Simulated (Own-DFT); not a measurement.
# Computed records: GaP (zincblende, atoms displaced)

Computed with Own-DFT development build. A calculation, not a measurement: plane-wave PBE density functional theory by an unreviewed code, no spin, of a simulated periodic cell, stress positive in tension, free energy of the whole cell less one offset for each atom, forces on such cells passed a denser k mesh, this cell's mesh not checked; offsets are fitted by least squares, one for each functional and potential file, so energies compare only between cells with the same atoms and settings and are not formation energies; the far tail of each file's local potential was reset to the Coulomb form; each entry is a single point on an unrelaxed cell, so the pressure reflects the starting lattice, mostly measured values (interpolated for alloys), from which strain is counted, and rises with the displacements; printed positions are rounded, which can move forces by about a meV/angstrom; the program, named Own-DFT, is a retired in-house code; no spin-orbit coupling.

```xyz
64
Lattice="10.9010 0.0000 0.0000 0.0000 10.9010 0.0000 0.0000 0.0000 10.9010" Properties=species:S:1:pos:R:3:force_x:R:1:force_y:R:1:force_z:R:1 formula=GaP functional=PBE potential_files=PseudoDojo_norm-conserving,scalar-relativistic,standard_set wave_cutoff=42 occupations=Fermi-Dirac smearing_width=0.1 k_mesh=3_x_3_x_3_centred_on_Gamma free_energy_of_cell_above_offsets=-7.679 pressure=8.83 stress_xx=-9.71 stress_yy=-9.75 stress_zz=-7.03 stress_yz=1.25 stress_xz=-1.81 stress_xy=-3.47
Ga     0.1609     0.2091    10.7894      0.762      -0.56      1.848
Ga    10.5844     2.6106     2.8253      5.614      5.341      -4.52
Ga     2.7902    10.7512     2.4949     -0.436     -0.333       1.51
Ga     2.5312     2.9902     0.1419     -1.405     -2.493     -2.172
P      1.4811     1.4440     1.7393     -1.859      0.743     -2.835
P      1.3329     3.8519     4.1457     -0.869        2.4     -0.499
P      3.9471     1.4406     3.9376      0.418     -2.076      1.021
P      3.7658     4.2011     1.3245      4.165     -0.159      0.922
Ga    10.8997    10.7851     5.6845     -0.095     -0.061     -2.589
Ga    10.7963     2.7449     8.5999      3.349      4.717     -7.018
Ga     2.5238     0.1926     8.0422      1.873       -1.8      1.854
Ga     2.8517     2.7849     5.4346     -1.032     -0.108      1.065
P      1.0721     1.3645     6.9048      1.501      2.525      -0.73
P      1.0928     4.1565     9.5381      3.551      2.636      1.287
P      4.1629     1.3757     9.6658     -4.217      1.115     -1.524
P      4.1400     4.1924     6.8769      0.273     -1.122     -0.511
Ga     0.1172     5.5309     0.3582     -1.255     -1.014     -4.423
Ga    10.7463     8.2152     2.7422      0.333     -3.669      0.708
Ga     2.7451     5.5189     2.6891     -3.471      -2.05     -0.282
Ga     2.8553     8.3171     0.2902     -4.101     -3.731     -5.209
P      1.3539     6.8284     1.3848      1.778      2.886      2.018
P      1.0998     9.5148     3.8640       2.82      1.501      2.906
P      3.9418     6.6452     3.9276      3.288      2.764      3.167
P      4.1683     9.4530     1.2528      3.758      3.649      2.993
Ga    10.8002     5.5249     5.6746     -0.463     -2.122     -2.132
Ga    10.8079     8.0964     8.0456      0.459     -0.519       2.53
Ga     2.7408     5.7060     7.8696      3.725     -2.633      5.064
Ga     2.6920     8.0815     5.2879     -0.334       0.75      0.457
P      1.3323     6.7040     6.8806     -2.782      4.052     -3.136
P      1.2771     9.6173     9.4982      1.292      -1.16      0.009
P      4.3278     6.8477     9.5392     -1.101     -0.475     -0.163
P      4.1535     9.4742     6.8930     -1.769       1.78     -2.484
Ga     5.3477     0.2340     0.0948     -2.147     -6.071     -3.421
Ga     5.5050     2.6683     3.0156     -0.747      -0.36     -3.235
Ga     8.4157    10.8997     2.5724     -1.194     -0.776     -0.277
Ga     7.9379     2.7065     0.1176      3.208      2.084     -2.367
P      6.6109     1.3601     1.0509      3.704      2.197      7.192
P      6.8005     4.1261     3.8659     -0.608     -0.984       3.91
P      9.4685     1.5341     3.9424     -4.739     -5.782      5.794
P      9.5821     4.2345     1.2819     -2.229       -2.5      1.964
Ga     5.4932     0.1190     5.2518     -0.415     -0.463      1.485
Ga     5.3169     2.5579     8.2060      0.096      2.604      1.094
Ga     8.2147    10.8907     8.1200     -0.599      1.662      1.684
Ga     8.1395     2.4787     5.6891      0.844      1.543     -4.141
P      6.7953     1.5605     6.9522     -1.349      -3.79     -0.099
P      6.8638     4.1110     9.4821     -0.381     -0.511     -0.734
P      9.7685     1.5030     9.5345     -8.232     -6.656      4.931
P      9.5094     3.7700     6.7294      1.218      2.778      1.769
Ga     5.5834     5.1389     0.1804       -0.9      1.763     -0.552
Ga     5.4378     8.2693     2.8067     -0.602     -1.017      0.462
Ga     8.1843     5.3373     2.8787      0.159      1.022     -3.776
Ga     8.4519     8.2465     0.2213     -5.313     -3.793     -4.659
P      6.6290     6.9368     1.4406      2.165     -1.247     -0.694
P      6.8476     9.3454     4.2586      -1.92      3.955     -3.053
P      9.3810     6.6982     3.9986      2.266      2.014      2.325
P      9.7664     9.3149     1.2536      1.612      6.073      0.784
Ga     5.6104     5.4407     5.4992     -0.428      0.137     -1.056
Ga     5.5069     8.0494     7.8368      1.086     -0.159      2.615
Ga     8.0340     5.5039     7.7819      4.832     -7.109      6.296
Ga     8.1346     8.2248     5.3991      3.941      -0.75      0.733
P      7.1896     6.8278     6.7219      -6.33        4.2      -3.67
P      6.8587     9.6735     9.4645     -0.409     -1.114      1.017
P      9.5134     6.5364     9.4332      0.196      1.485      0.752
P      9.5192     9.5670     6.9576     -0.554     -1.216     -2.201
```

Units: wave_cutoff in hartree; smearing_width, free_energy_of_cell_above_offsets in eV; pressure, stress_xx, stress_yy, stress_zz, stress_yz, stress_xz, stress_xy in GPa; force_x, force_y, force_z in eV/Å.
